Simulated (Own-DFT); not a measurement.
## Calculated data, Si$_{3}$N$_{4}$ (beta silicon nitride, strained, atoms displaced)

A calculation, not a measurement: plane-wave PBEsol density functional theory by an unreviewed code, no spin, of a simulated periodic cell, stress positive in tension, free energy of the whole cell less one offset for each atom, forces on such cells passed a denser k mesh, this cell's mesh not checked; offsets are fitted by least squares, one for each functional and potential file, so energies compare only between cells with the same atoms and settings and are not formation energies; the far tail of each file's local potential was reset to the Coulomb form; each entry is a single point on an unrelaxed cell, so the pressure reflects the starting lattice, mostly measured values (interpolated for alloys), from which strain is counted, and rises with the displacements; printed positions are rounded, which can move forces by about a meV/angstrom; the program, named Own-DFT, is a retired in-house code; no spin-orbit coupling. Program: Own-DFT development build.

Settings shared by all entries: functional PBEsol; potential files PseudoDojo norm-conserving, scalar-relativistic, made for PBE, standard set; wave cutoff 42 hartree; occupations Fermi-Dirac; smearing width 0.1 eV; k mesh 3 x 3 x 3 centred on Gamma.

(1) Si$_{3}$N$_{4}$ (beta silicon nitride, strained, atoms displaced)

```
cell vectors (Å)
   7.7476     0.1054     0.1106
  -3.7825     6.4559     0.0032
   0.1269     0.0775     8.8503
atoms (fractions of the cell vectors)
Si  0.17375  0.77516  0.08666
Si  0.22930  0.41579  0.08211
Si  0.59104  0.82274  0.08639
Si  0.82477  0.22860  0.23704
Si  0.78267  0.60581  0.25347
Si  0.40064  0.16561  0.24236
N   0.33973  0.03065  0.08790
N   0.98631  0.31192  0.08194
N   0.70124  0.67706  0.07936
N   0.67544  0.97900  0.25787
N   0.03388  0.69282  0.25109
N   0.30775  0.31913  0.25040
N   0.33828  0.66842  0.08156
N   0.65836  0.31722  0.24876
Si  0.18051  0.77008  0.41051
Si  0.22878  0.40546  0.41412
Si  0.58676  0.82619  0.41452
Si  0.82329  0.22475  0.58549
Si  0.76909  0.59085  0.57913
Si  0.40035  0.17076  0.58149
N   0.33985  0.03739  0.41382
N   0.96270  0.28956  0.40947
N   0.68537  0.65467  0.41009
N   0.66464  0.97443  0.58444
N   0.03555  0.70078  0.57038
N   0.30150  0.34277  0.58978
N   0.32843  0.66116  0.42417
N   0.66759  0.33980  0.58329
Si  0.18840  0.77263  0.75415
Si  0.23994  0.41080  0.75896
Si  0.59806  0.83544  0.75429
Si  0.82624  0.23904  0.91350
Si  0.76563  0.59180  0.91088
Si  0.40589  0.16996  0.92196
N   0.33282  0.02195  0.74463
N   0.96070  0.29288  0.75034
N   0.70407  0.67200  0.75753
N   0.65931  0.96799  0.91697
N   0.03784  0.69456  0.91862
N   0.28955  0.32447  0.92181
N   0.34174  0.66563  0.75023
N   0.66068  0.33214  0.91894
```

| Quantity | Value |
| --- | --- |
| free energy of cell above offsets | -2.307 eV |
| pressure | 0.38 GPa |
| stress xx | 5.02 GPa |
| stress yy | -10.53 GPa |
| stress zz | 4.39 GPa |
| stress yz | 3.46 GPa |
| stress xz | 4.91 GPa |
| stress xy | 3.96 GPa |

Force:
```csv
element,x (eV/Å),y (eV/Å),z (eV/Å)
Si,1.102,-1.979,-1.569
Si,3.477,-2.158,1.619
Si,-0.187,1.355,0.269
Si,0.188,2.471,2.761
Si,-1.512,-3.116,-2.147
Si,2.652,2.114,2.939
N,-0.434,-1.511,-2.26
N,-3.685,-1.991,-1.264
N,2.319,-0.843,1.076
N,-0.379,-3.844,-2.604
N,-0.185,0.78,-0.043
N,-4.692,2.964,-0.719
N,-1.5,1.993,0.645
N,0.617,2.98,-0.733
Si,-0.44,0.364,1.027
Si,0.172,-2.691,0.452
Si,0.658,-0.535,1.607
Si,-0.178,2.969,-1.5
Si,0.104,2.536,0.39
Si,0.533,2.16,-0.429
N,-0.267,-1.755,0.189
N,0.987,0.66,0.391
N,-0.339,1.574,1.935
N,0.011,-2.85,-0.303
N,-1.06,-0.189,2.85
N,1.132,-1.747,-1.294
N,0.754,1.94,-1.093
N,0.248,-3.334,0.295
Si,-1.528,-3.29,-1.897
Si,-1.634,-1.919,-1.412
Si,0.416,-1.612,-0.86
Si,0.324,-0.769,1.368
Si,1.181,1.396,2.252
Si,-0.505,0.735,-1.935
N,-0.022,3.307,1.814
N,1.903,1.143,-0.634
N,-0.676,0.844,-2.883
N,0.147,1.617,1.37
N,-1.206,-0.01,0.337
N,1.654,-0.851,-0.412
N,-0.662,1.598,0.446
N,0.51,-0.506,-0.042
```

(2) Si$_{3}$N$_{4}$ (beta silicon nitride, strained, atoms displaced)

```
cell vectors (Å)
   7.5089    -0.1119    -0.0632
  -3.8514     6.6052     0.0586
  -0.0726     0.0358     8.8154
atoms (fractions of the cell vectors)
Si  0.17947  0.77554  0.08264
Si  0.23216  0.40349  0.08547
Si  0.60714  0.82499  0.08337
Si  0.82025  0.22264  0.25463
Si  0.77170  0.59736  0.26232
Si  0.41213  0.17417  0.24287
N   0.32682  0.02482  0.07540
N   0.97655  0.29453  0.07958
N   0.69842  0.66766  0.07872
N   0.66053  0.96093  0.24810
N   0.03482  0.69498  0.24919
N   0.29966  0.32167  0.25573
N   0.32255  0.65490  0.08838
N   0.67988  0.33884  0.24722
Si  0.17894  0.77014  0.42514
Si  0.23465  0.40354  0.42144
Si  0.59983  0.82248  0.41574
Si  0.82196  0.22099  0.59254
Si  0.77436  0.59460  0.58050
Si  0.40955  0.17544  0.59457
N   0.34598  0.03855  0.41035
N   0.96101  0.30265  0.41485
N   0.68960  0.65985  0.41885
N   0.66666  0.96705  0.57746
N   0.03671  0.69936  0.58079
N   0.30837  0.33255  0.58163
N   0.33443  0.65975  0.42499
N   0.66783  0.33161  0.58038
Si  0.16918  0.77051  0.73548
Si  0.23247  0.39976  0.74279
Si  0.59582  0.84102  0.74431
Si  0.82538  0.22962  0.92344
Si  0.77099  0.59426  0.91532
Si  0.40861  0.17565  0.92444
N   0.33679  0.03976  0.75337
N   0.96709  0.29613  0.74340
N   0.70227  0.67516  0.74667
N   0.67244  0.95955  0.92197
N   0.02958  0.70133  0.91662
N   0.30858  0.34826  0.91659
N   0.33151  0.67349  0.75022
N   0.66428  0.33853  0.91629
```

| Quantity | Value |
| --- | --- |
| free energy of cell above offsets | -2.735 eV |
| pressure | 6.79 GPa |
| stress xx | -8.88 GPa |
| stress yy | -8.54 GPa |
| stress zz | -2.96 GPa |
| stress yz | 1.45 GPa |
| stress xz | -3.84 GPa |
| stress xy | -5.46 GPa |

Force:
```csv
element,x (eV/Å),y (eV/Å),z (eV/Å)
Si,0.256,-4.08,-0.042
Si,1.53,0.674,0.189
Si,-2.772,-2.192,0.441
Si,0.945,1.02,-1.904
Si,0.471,-0.663,-3.893
Si,-0.25,0.313,1.101
N,0.325,2.306,2.311
N,-2.628,-1.531,1.971
N,1.747,-0.894,2.018
N,0.658,0.614,0.462
N,-0.214,1.061,1.5
N,-0.49,0.441,-0.883
N,1.251,2.987,0.001
N,-1.692,-0.616,-0.27
Si,1.99,0.683,-4.287
Si,-0.988,-0.55,-1.972
Si,-1.869,-0.12,-0.191
Si,-1.412,1.8,-4.575
Si,-2.056,-1.013,2.02
Si,-0.19,0.371,-3.861
N,-0.567,-1.702,2.548
N,1.942,-0.074,2.272
N,1.081,0.361,0.13
N,0.297,0.218,-0.069
N,-2.36,-0.669,-1.585
N,-0.264,-0.594,1.033
N,-0.494,0.937,-0.128
N,1.212,1.022,0.597
Si,2.277,0.836,6.537
Si,-0.116,2.514,1.668
Si,1.118,-3.356,1.97
Si,-0.327,0.14,-1.625
Si,-1.712,1.107,-0.099
Si,-2.249,1.321,-2.565
N,-0.375,-2.091,0.819
N,0.67,0.122,3.445
N,0.307,0.138,-0.78
N,-0.427,2.87,-2.226
N,1.335,0.732,-1.47
N,1.493,-2.056,-0.16
N,0.068,-1.086,-0.597
N,2.479,-1.3,0.151
```
